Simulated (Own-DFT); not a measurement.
# Strain and stress in wurtzite AlGaN with randomly placed atoms, 96 atoms (Al12Ga36N48)

Calculated results; nothing here was measured. They come from Own-DFT, an in-house plane-wave density functional program, since retired, whose code no person has reviewed. Each row is one single-point run on a periodic cell that was not relaxed, without spin or spin-orbit coupling.

Settings of every run: PBE; PseudoDojo norm-conserving scalar-relativistic files (stringent for Ga); cutoff 96 hartree; 3 x 4 x 3 k mesh centred on Gamma; Gaussian smearing of 0.01 eV.

Known limits: k mesh not checked against a denser one; stress not checked against mesh or cutoff.

Unstrained cell vectors in Å: (12.679, 0.000, 0.000); (-4.755, 8.235, 0.000); (0.000, 0.000, 10.268). The unstrained cell has measured lattice constants (interpolated for alloys), not those of this functional. That, the random moves and any unrelaxed bonds set the pressure at no strain. Each run strains this cell uniformly, with the atoms carried along. Every atom was also moved at random, by a Gaussian of width 0.05 Å on each axis. The random placing of the alloy's atoms differs from row to row. Strain is the symmetric tensor, in per cent. Stress is positive in tension, and the pressure is minus a third of its trace.

```
run,e_xx (%),e_yy (%),e_zz (%),s_xx (GPa),s_yy (GPa),s_zz (GPa),P (GPa),E (meV/atom)
1,-2.25,-2.25,0.00,-22.22,-18.10,-10.91,17.08,40.3
2,-0.75,-0.75,0.00,-13.19,-9.06,-9.05,10.43,23.7
3,-1.00,-1.00,0.00,-12.21,-10.45,-9.40,10.69,0.0
4,-1.50,-1.50,0.00,-17.34,-14.93,-9.26,13.84,39.8
5,-2.00,-2.00,0.00,-18.06,-22.21,-9.59,16.62,59.7
6,0.25,0.25,0.00,-4.02,-5.18,-9.31,6.17,6.3
7,-1.75,-1.75,0.00,-16.33,-18.75,-10.45,15.18,44.1
8,1.25,1.25,0.00,-0.16,-0.86,-5.93,2.32,0.9
9,0.50,0.50,0.00,?,?,?,?,?
```

E is the free energy for each atom above the lowest run shown.

## Worked fit

The change of volume is close to e_xx + e_yy + e_zz. A straight line through the runs shown gives P = 7.36 - 218 x (fractional change of volume) GPa, with an error of 8 on the slope and a scatter of 0.54 GPa. The strain isn't the same on all axes and the cell isn't cubic, so the slope belongs to this path and is not the bulk modulus.

## Withheld run

Question: what pressure should run 9 give? Its volume changes by 1.00 %.

The line gives 5.2 GPa. The calculation gave 4.58 GPa.
